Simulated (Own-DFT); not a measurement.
## Calculated data, GaP (zincblende, strongly disordered by large displacements), InAs (zincblende, strongly disordered by large displacements)

All values are calculated (Own-DFT development build). A calculation, not a measurement: plane-wave PBE density functional theory by an unreviewed code, no spin, of a simulated periodic cell, stress positive in tension, free energy of the whole cell less one offset for each atom, forces on such cells passed a denser k mesh, this cell's mesh not checked; broken bonds can close the gap or carry spin, so checks made on this kind of crystal may not hold here; offsets are fitted by least squares, one for each functional and potential file, so energies compare only between cells with the same atoms and settings and are not formation energies; the far tail of each file's local potential was reset to the Coulomb form; each entry is a single point on an unrelaxed cell, so the pressure reflects the starting lattice, mostly measured values (interpolated for alloys), from which strain is counted, and rises with the displacements; printed positions are rounded, which can move forces by about a meV/angstrom; the program, named Own-DFT, is a retired in-house code; no spin-orbit coupling.

Settings shared by all entries: functional PBE; potential files PseudoDojo norm-conserving, scalar-relativistic, standard set; wave cutoff 42 hartree; occupations Fermi-Dirac; smearing width 0.1 eV; k mesh 3 x 3 x 3 centred on Gamma.

(1) 
```xyz
64
Lattice="10.9010 0.0000 0.0000 0.0000 10.9010 0.0000 0.0000 0.0000 10.9010" Properties=species:S:1:pos:R:3:force_x:R:1:force_y:R:1:force_z:R:1 formula=GaP hardware=one_NVIDIA_H100 free_energy_of_cell_above_offsets=13.260 pressure=13.98 stress_xx=-15.44 stress_yy=-14.27 stress_zz=-12.22 stress_yz=-2.05 stress_xz=-4.95 stress_xy=1 wall_time=562.5
Ga     0.0651    10.6144     0.3831       1.11      3.235     -6.461
Ga    10.7703     2.9242     3.1147      0.758      0.114     -1.765
Ga     2.7058    10.7783     2.5266      0.275     -0.444       1.01
Ga     2.8044     2.9164     0.1414      -2.23     -4.607     -1.197
P      1.2024     1.0451     1.1325      5.844       7.51      4.745
P      1.5663     4.2253     4.1833     -0.581     -2.257     -0.385
P      4.3230     1.5872     4.2450      1.027     -3.492      -3.84
P      4.2945     3.9131     1.0740     -2.615      5.167     -0.995
Ga     0.0415    10.8453     5.6280      1.843      2.068     -3.601
Ga    10.8225     2.3340     7.9739     -0.008      2.273      -0.11
Ga     2.8596    10.8712     8.3329     -1.791      0.603     -0.228
Ga     3.0603     2.8261     5.3517     -10.36     -2.869     -4.654
P      1.4184     1.4106     6.6297       1.72     -0.749      0.401
P      1.5360     3.5111     9.5117     -2.263      3.596     -2.639
P      4.2427     1.5139     9.3543     -1.361     -1.531      2.434
P      4.3394     3.4399     6.5246      3.981      6.785       3.33
Ga    10.8793     5.5975     0.4319     -7.153     -6.165     -7.193
Ga    10.8349     7.9646     2.9117     -2.117     -0.495      -0.69
Ga     2.8519     5.3172     2.7810     -0.702     -0.395     -2.825
Ga     2.6334     7.7445     0.0606      0.154      2.059     -0.799
P      1.1967     6.5970     1.4204      7.186       4.81      6.143
P      1.1541     9.3042     4.0999      2.452      1.738      0.628
P      3.8525     6.6953     4.0723      6.514     -3.168     -3.299
P      4.4623     9.1195     1.3500     -5.994      4.231     -4.163
Ga     0.1360     5.3675     5.4243     -2.621       0.59      0.598
Ga     0.0330     8.2541     7.2848      1.836     -2.274      7.391
Ga     2.8761     5.4107     8.3451     -7.387      -7.16     -5.735
Ga     2.9241     7.9144     5.2270     -5.321      5.157      4.092
P      1.2372     6.8914     6.6239       5.75     -5.097     -0.881
P      1.1550     9.7523     9.6078      2.381     -2.545     -2.499
P      3.9823     6.4758     9.4059        5.2      6.717      5.698
P      3.7403     9.3718     6.8046      0.633      1.563     -1.697
Ga     5.3331     0.1929     0.0515      0.498     -1.638     -0.817
Ga     5.2908     2.9874     2.4379      3.376     -5.044      5.506
Ga     7.9979     0.1087     2.4515      8.328     -6.446      5.454
Ga     8.1400     2.3635    10.7334     -3.109      1.401      4.821
P      6.7291     1.2028     1.6383      -6.28      6.278     -5.662
P      6.5887     4.0190     3.8144      2.161      1.853      2.607
P      9.6451     1.4286     4.2703     -2.119     -1.268        0.1
P      9.4172     4.0204     1.3994       0.33      0.405      0.543
Ga     5.7180    10.7243     5.2217      -4.37      5.799      4.646
Ga     5.3147     2.9686     8.1569      3.748     -1.524      3.907
Ga     7.8716    10.6112     7.8786      1.552     -2.226      2.351
Ga     8.0489     2.7770     5.7008      0.345     -0.062     -2.419
P      6.9573     1.4138     7.1105     -2.411      0.746     -2.053
P      6.9183     3.7066     9.5545     -1.469      3.815     -0.296
P      9.5708     1.6430     9.6121      3.612     -4.998     -1.965
P      9.4436     4.1984     6.7847      1.572      -0.57      0.143
Ga     5.3535     5.5189     0.0281      2.894      0.229     -0.673
Ga     5.7284     8.1653     2.5037      1.329      -1.12      5.627
Ga     8.1806     5.6424     2.6834      2.926     -5.523      3.109
Ga     8.2128     8.1254    10.8027     -2.294       0.11      0.027
P      6.9314     6.7218     1.6273     -2.508      1.553     -6.648
P      6.7239     9.3540     4.2766      1.929     -1.966     -6.105
P      8.9718     6.7980     4.3938      4.066     -1.186     -1.141
P      9.7830     9.3315     0.9770      -7.96      -6.38       6.16
Ga     5.2098     5.3272     5.6072      0.571     -0.114     -2.195
Ga     4.9336     8.3144     8.2560     -0.728     -3.265     -1.476
Ga     8.1568     5.3868     8.2806       -0.1      0.958       0.71
Ga     7.9574     8.2968     5.5682      0.892      -1.29      3.472
P      6.3690     6.5830     7.0407      1.541      1.552      0.393
P      6.4325     9.2188     9.3288      3.999      3.109      3.049
P      9.5766     7.1092     9.4529      1.164     -2.692     -1.337
P      9.7468     9.5913     6.7498     -9.644       4.54     -0.648
```

Units: free_energy_of_cell_above_offsets in eV; pressure, stress_xx, stress_yy, stress_zz, stress_yz, stress_xz, stress_xy in GPa; wall_time in s; force_x, force_y, force_z in eV/Å.

(2) 
```xyz
64
Lattice="10.9010 0.0000 0.0000 0.0000 10.9010 0.0000 0.0000 0.0000 10.9010" Properties=species:S:1:pos:R:3:force_x:R:1:force_y:R:1:force_z:R:1 formula=GaP hardware=one_NVIDIA_H100 free_energy_of_cell_above_offsets=48.888 pressure=21.93 stress_xx=-21.23 stress_yy=-21.33 stress_zz=-23.22 stress_yz=3.3 stress_xz=-2.11 stress_xy=1.13 wall_time=619.7
Ga     0.2615     0.1296    10.5588     -0.845      0.919      0.929
Ga     9.9504     2.4665     2.9998       2.91      1.873     -7.915
Ga     2.0346    10.5621     3.1068      1.638      5.108     -6.417
Ga     2.3392     2.1696    10.6894      3.829      2.463     -6.103
P      1.8506     1.3160     1.4051     -3.961      -4.23      7.876
P      0.9969     4.3415     3.8527      0.351      0.075      0.731
P      4.2931     1.6794     3.7779     -5.521       -4.3      4.369
P      4.1243     4.5732     1.9279      4.497     -5.919     -3.777
Ga    10.7549     0.3504     5.3700      5.442     -7.998      3.472
Ga     0.4818     2.2501     8.2768     -5.722      5.087      7.183
Ga     2.2790    10.8540     8.2775      3.423     -2.275      1.151
Ga     2.9020     2.7595     5.5964      -0.83     -0.592     -2.859
P      1.4098     1.3008     6.9282      2.868     -2.419     -8.644
P      1.1982     3.8464     9.9604     -0.116      1.223     -2.383
P      4.3572     1.3732     9.4942     -4.972     -7.382      6.339
P      3.8262     3.7139     7.3349      0.645      0.418     -6.561
Ga    10.4034     4.6191     0.3313      2.686       1.34     -7.797
Ga    10.6807     7.7567     1.9529     -4.797      3.739      4.414
Ga     3.0057     5.9945     2.5883     -6.799      2.608     -0.964
Ga     2.6635     7.9959     0.4760     -1.864     -3.457     -5.309
P      1.1652     6.7396     1.0311       2.11     -6.397     -1.348
P      1.9395     9.3017     4.5152      -7.22      0.913     -1.155
P      3.8772     6.6262     4.3130     -3.539      7.117     -1.589
P      3.8565     9.3114     1.1298      5.561      6.893      3.197
Ga    10.7877     5.9454     5.5702     -0.411     -1.335     -1.654
Ga    10.6486     7.9203     8.7136     -1.003     -2.527     -6.064
Ga     2.5774     5.0804     7.7281     -2.591      3.143      5.859
Ga     2.9791     8.2924     5.7088      1.185     -8.154     -0.802
P      1.6565     6.4655     6.6542     -2.111      4.273     -0.892
P      0.8937     9.3204     9.1624      6.631      6.937       3.16
P      3.9390     6.5070     9.3919     -1.071      0.369      0.652
P      3.8233     9.0700     7.2134      5.483      4.847       6.86
Ga     5.7552     0.4496     0.2472     -5.097     -5.475     -3.824
Ga     5.7920     2.5998     2.9424      2.386      4.473     -0.658
Ga     8.1399    10.5085     2.7668      1.147      1.029     -1.034
Ga     8.0413     2.7609    10.5315     -4.241      7.223      3.614
P      6.6955     1.7606     1.2511      5.686      3.515      3.552
P      6.8558     4.3986     4.0167     -5.106     -2.388      7.295
P      9.6946     1.7776     4.7221     -5.172      2.469      4.073
P      9.7049     4.4090     2.0932      0.749     -0.575      6.246
Ga     5.7716    10.7480     5.5436     -2.357     -0.054     -0.701
Ga     5.0225     2.6016     8.2591      9.151      1.306     -1.342
Ga     7.7266     0.0410     7.9199      1.171     -4.315      9.112
Ga     7.8476     2.9930     5.5342     -4.531     -2.259     -1.029
P      7.6547     0.9100     6.2403     -0.834      2.641     -6.599
P      6.3293     4.0733     9.6207       3.21     -1.573     -2.602
P      8.9804     1.3558     9.7286      6.491      -7.21     -5.115
P      9.2499     4.2770     5.9929      4.683      3.918      3.823
Ga     5.3314     5.4181    10.8757     -1.859      1.877      2.842
Ga     5.0940     8.7228     2.9287     -7.688      -2.97     -4.612
Ga     7.7223     4.8290     2.4073      0.921      3.802     -7.196
Ga     7.9451     8.0669    10.7690      1.494      0.855     -0.164
P      6.9275     6.6880     1.3032     -1.483       0.05      0.482
P      6.6731     9.0187     3.8947      0.804      3.879     -1.061
P      9.3509     7.3765     4.6134      5.149     -3.732     -3.729
P      9.7913     9.5975     0.9638     -1.723     -0.099      1.193
Ga     5.0685     5.5391     5.3031      -2.26     -7.389      1.137
Ga     5.5908     7.6445     8.2324     -0.055      0.741     -0.427
Ga     8.1045     5.5499     8.4463     -1.402      -1.07     -1.508
Ga     8.0143     8.6728     5.1843      2.301      1.479      8.439
P      6.6963     6.1035     6.0531       8.43      3.788      5.655
P      6.6404     9.8043     9.8554      0.678     -2.277      -2.59
P      9.7618     6.5494     9.6704     -4.593     -6.285      4.915
P      9.8561     9.1227     7.0778     -1.936      2.265     -2.146
```

Units: free_energy_of_cell_above_offsets in eV; pressure, stress_xx, stress_yy, stress_zz, stress_yz, stress_xz, stress_xy in GPa; wall_time in s; force_x, force_y, force_z in eV/Å.

(3) 
```xyz
64
Lattice="12.1166 0.0000 0.0000 0.0000 12.1166 0.0000 0.0000 0.0000 12.1166" Properties=species:S:1:pos:R:3:force_x:R:1:force_y:R:1:force_z:R:1 formula=InAs hardware=one_NVIDIA_H200 free_energy_of_cell_above_offsets=1.548 pressure=9.83 stress_xx=-9.8 stress_yy=-9.64 stress_zz=-10.06 stress_yz=-0.55 stress_xz=0.84 stress_xy=3.42 wall_time=1187
In     0.1690    11.7853    12.0959     -2.767      2.681      2.375
In    11.9398     3.1508     3.4683      0.611     -0.453     -1.751
In     3.1956    12.0412     2.9088     -3.355      2.375      1.281
In     2.8254     3.2151     0.2187      2.859     -0.693     -0.935
As     1.4032     1.7500     1.4236     -1.721     -2.656       2.44
As     1.4029     4.6356     4.7631      2.976     -2.592     -2.274
As     4.5834     1.3619     4.4758       1.19     -0.381      -0.45
As     4.4840     4.5375     1.7612      6.067     -3.208     -6.391
In     0.2116    12.1083     6.1339      0.246      0.013     -0.687
In    11.9570     3.2206     9.2920      0.793     -1.224      0.532
In     2.9124     0.4863     9.0235     -1.356     -4.362     -1.207
In     3.2728     3.0088     5.6778      0.163       1.76      0.837
As     1.9981     1.7150     7.3314     -4.301       1.05     -1.109
As     1.5881     4.5878    10.8126     -1.663      1.846      -1.53
As     4.2558     1.2230    10.6046      4.135      3.125      4.457
As     4.5280     4.2403     7.8864     -8.885      7.903     -7.494
In    12.0333     6.1005     0.4328      1.317      0.581     -4.197
In    11.8112     8.9763     2.9432     -1.253      3.441      2.855
In     3.0209     5.5181     2.8907     -5.972      6.097      5.484
In     2.5872     9.3078    12.0606      3.261     -2.916      2.541
As     1.0310     7.8396     1.5459      5.254     -1.255     -1.671
As     1.6389    10.4018     4.4914     -2.055      2.016     -2.032
As     4.5390     7.5551     4.4113     -0.229     -0.678      0.824
As     4.4972    10.5150     1.7915      1.685     -2.274     -2.998
In     0.1863     6.1251     5.9794     -1.087      0.684       4.61
In    11.8464     9.1786     9.0569      2.499     -1.391      1.475
In     3.0207     6.2319     9.1152      0.109     -0.786      0.195
In     2.7511     9.1132     6.1506      5.071      2.442      -3.24
As     1.6714     7.7171     7.4089     -3.797     -4.147      4.895
As     1.4575    10.6244    10.5594      0.164      0.643     -5.141
As     4.5176     7.4255    10.8389     -0.104        1.5     -0.318
As     4.4494    10.6747     7.3652     -2.174       0.19       1.64
In     5.9544     0.0755     0.2412     -1.031      -2.09     -1.913
In     5.9721     3.0451     3.0760     -0.098      0.091      1.616
In     8.8717    12.0980     2.7014     -0.556      0.962      0.312
In     9.1465     3.2862    11.9987     -0.086     -1.948     -0.569
As     7.2380     1.7543     1.4384      2.947      0.408     -0.579
As     7.4970     4.5533     4.5879      1.744     -1.418     -0.756
As    10.3778     1.4477     4.3950      2.387     -3.318     -1.947
As    10.6701     4.5801     1.4799     -1.213     -3.156      1.354
In     5.9503    11.6876     5.8246     -0.472      2.446      0.542
In     5.9220     3.1753     8.8676        8.1     -6.983       7.15
In     8.8058     0.1397     8.8251      2.542     -4.309      2.722
In     9.2205     2.6789     5.9049     -2.377      3.444       3.32
As     7.6104     1.6669     7.7345     -2.749      2.286      -3.58
As     7.5700     4.7095    10.5101      -1.26     -2.539      0.904
As    10.5456     1.1038    10.4335      0.803      1.572      1.178
As    10.6101     4.5696     7.6693     -0.957      0.849     -1.449
In     6.4570     6.1596     0.0805     -2.331     -0.752     -0.544
In     6.2494     8.8556     2.8476     -7.482      7.368      8.783
In     9.2806     5.8466     3.0402     -1.437      1.529      1.361
In     9.1141     9.0387    12.0560     -0.824     -2.166     -1.728
As     7.3827     7.7206     1.6361      9.449     -6.521      -6.52
As     7.7996    10.8046     4.7182      1.747     -2.091     -1.897
As    10.9373     7.4218     4.5946     -4.058      0.858     -0.351
As    10.2757    10.3968     1.4853      2.179      2.062      0.863
In     6.4630     6.0884     6.1559     -2.683      0.503     -0.073
In     5.8798     9.1892     8.7204     -3.533      2.982      4.792
In     8.7496     6.2683     9.1840      2.466      0.909     -1.515
In     9.1521     9.1183     6.3468     -1.876     -2.289     -2.502
As     7.2923     7.8078     7.7761      4.587     -3.394     -2.963
As     7.6694    10.3871    10.4962     -1.514      1.525     -0.505
As    10.6859     7.4636    10.4430     -0.508      -0.73      1.521
As    10.6742    10.4290     7.4827      0.416      4.578     -0.045
```

Units: free_energy_of_cell_above_offsets in eV; pressure, stress_xx, stress_yy, stress_zz, stress_yz, stress_xz, stress_xy in GPa; wall_time in s; force_x, force_y, force_z in eV/Å.

(4) 
```xyz
64
Lattice="12.1166 0.0000 0.0000 0.0000 12.1166 0.0000 0.0000 0.0000 12.1166" Properties=species:S:1:pos:R:3:force_x:R:1:force_y:R:1:force_z:R:1 formula=InAs hardware=one_NVIDIA_H200 free_energy_of_cell_above_offsets=3.618 pressure=10.07 stress_xx=-9.77 stress_yy=-9.67 stress_zz=-10.78 stress_yz=-1.83 stress_xz=2.15 stress_xy=0.35 wall_time=1217
In    11.9632    11.9269     0.0331      1.677       1.86     -0.553
In     0.0729     2.9594     3.2761     -3.091     -3.219      -3.25
In     3.2421     0.3459     2.9397     -3.355     -2.299     -1.865
In     2.9187     2.9425     0.1509     -0.946      5.198     -0.028
As     1.4355     1.6019     1.3640     -2.316     -1.719      2.464
As     1.1621     4.5317     4.3924      4.859      3.833      2.531
As     4.5399     1.5683     4.3593     -0.069      3.165      2.879
As     4.6990     4.3407     1.3487     -1.762       0.43      0.887
In     0.2409    12.0047     6.2268     -1.139      1.032      0.514
In    11.9861     3.0157     9.1495      0.133     -0.689      0.652
In     3.2728    11.9948     9.0477     -1.695      0.899      0.052
In     3.0363     3.2716     6.4186     -7.962     -6.534      -8.95
As     1.5801     1.8091     7.5529     -1.327     -3.137      1.542
As     1.5495     4.6430    10.3837     -2.153     -1.687      3.027
As     3.9094     1.4072    10.9565      4.343     -3.003     -2.791
As     4.3322     4.4163     7.4115      10.88      7.831      5.699
In    12.0171     6.1766    11.9320      4.461      0.551     -0.504
In    11.9495     9.1252     2.8955      5.729     -1.759      2.649
In     3.2509     5.9941     2.9341     -0.088      -0.82      1.002
In     2.9049     9.1398     0.0794      0.937      0.889      -2.72
As     1.8916     7.6352     1.5301     -3.382      -1.95      1.374
As     1.6486    10.7769     4.5376      0.242     -1.034     -0.775
As     4.8107     7.4228     4.7032      -2.99      2.948     -2.309
As     4.2283    10.4711     1.6899      0.397      2.236     -0.896
In     0.5048     6.4279     5.9373     -2.111     -1.523     -1.002
In     0.0375     9.5385     8.9828     -0.893     -1.282      0.102
In     3.1790     5.7352     9.1195      0.874      2.853     -0.638
In     3.1670     9.0452     6.2106     -0.481     -0.025     -1.074
As     1.4547     7.6950     7.6923      1.625      0.912      1.939
As     1.4529    10.6524    10.7131      1.382       0.12     -0.895
As     4.4882     7.6008    10.5731     -2.318     -2.414      2.348
As     4.6872    10.7018     7.4521      0.841     -0.944      0.452
In     6.1140     0.1337     0.1216     -0.924     -0.704     -0.437
In     5.9813     2.9281     2.9117     -0.254      2.527      2.034
In     9.0765     0.0866     2.8848      4.682       2.68     -2.285
In     9.1416     3.0478     0.0045      -0.19      0.425      0.339
As     7.5537     1.6430     1.7970      1.955     -0.724      -3.21
As     7.5339     4.8821     4.5665      5.708     -7.226     -5.927
As    10.5164     1.8940     4.9910      3.554     -3.401     -2.732
As    10.5157     5.1267     1.2652      0.609     -4.831     -1.332
In     5.8818     0.1699     5.7881      2.318     -1.255      0.813
In     6.2021     2.9838     8.9593     -7.548       7.61      9.632
In     8.9355     0.0900     9.1009     -2.996      1.447       1.04
In     8.7384     2.8742     5.9670     -1.675      3.567        1.3
As     7.2158     1.8880     7.6252      6.318     -9.121     -8.052
As     7.3043     4.5045    10.8270      1.572     -0.716     -2.036
As    10.4752     1.2037    10.7307      0.197       2.34     -0.161
As    10.7886     4.5570     7.6110     -1.607      1.283     -1.036
In     5.9973     6.0083     0.1338      0.653      2.552     -0.133
In     5.9457     9.1059     2.6059      1.411     -0.591      2.343
In     9.3372     5.8557     3.0169     -2.361      2.225      3.208
In     9.2705     8.9429    12.0264     -1.389      2.186      1.064
As     7.7200     7.6967     1.5792     -0.185     -1.351     -0.165
As     8.0251    10.8923     4.2841      -4.65     -4.433      4.564
As    10.8419     7.6552     4.3349     -1.142     -2.418      1.976
As    10.9122    10.4370     1.5015     -5.273      2.649      -2.41
In     6.3048     6.0341     5.7741     -4.015      3.672      8.163
In     5.8615     8.8562     9.2375      2.178      2.666     -2.412
In     9.1965     6.3958     9.1055     -3.455     -4.974     -5.475
In     9.0641     8.8423     5.7116      -0.42       1.42      0.986
As     7.5509     7.6760     7.6471     -0.175     -0.289     -1.274
As     7.5024    10.4680    10.5349      0.059      0.743      0.849
As    10.3230     7.3200    10.6635      4.539      3.773      2.511
As    10.3495    10.9040     7.8137      2.206      -2.45      -3.61
```

Units: free_energy_of_cell_above_offsets in eV; pressure, stress_xx, stress_yy, stress_zz, stress_yz, stress_xz, stress_xy in GPa; wall_time in s; force_x, force_y, force_z in eV/Å.
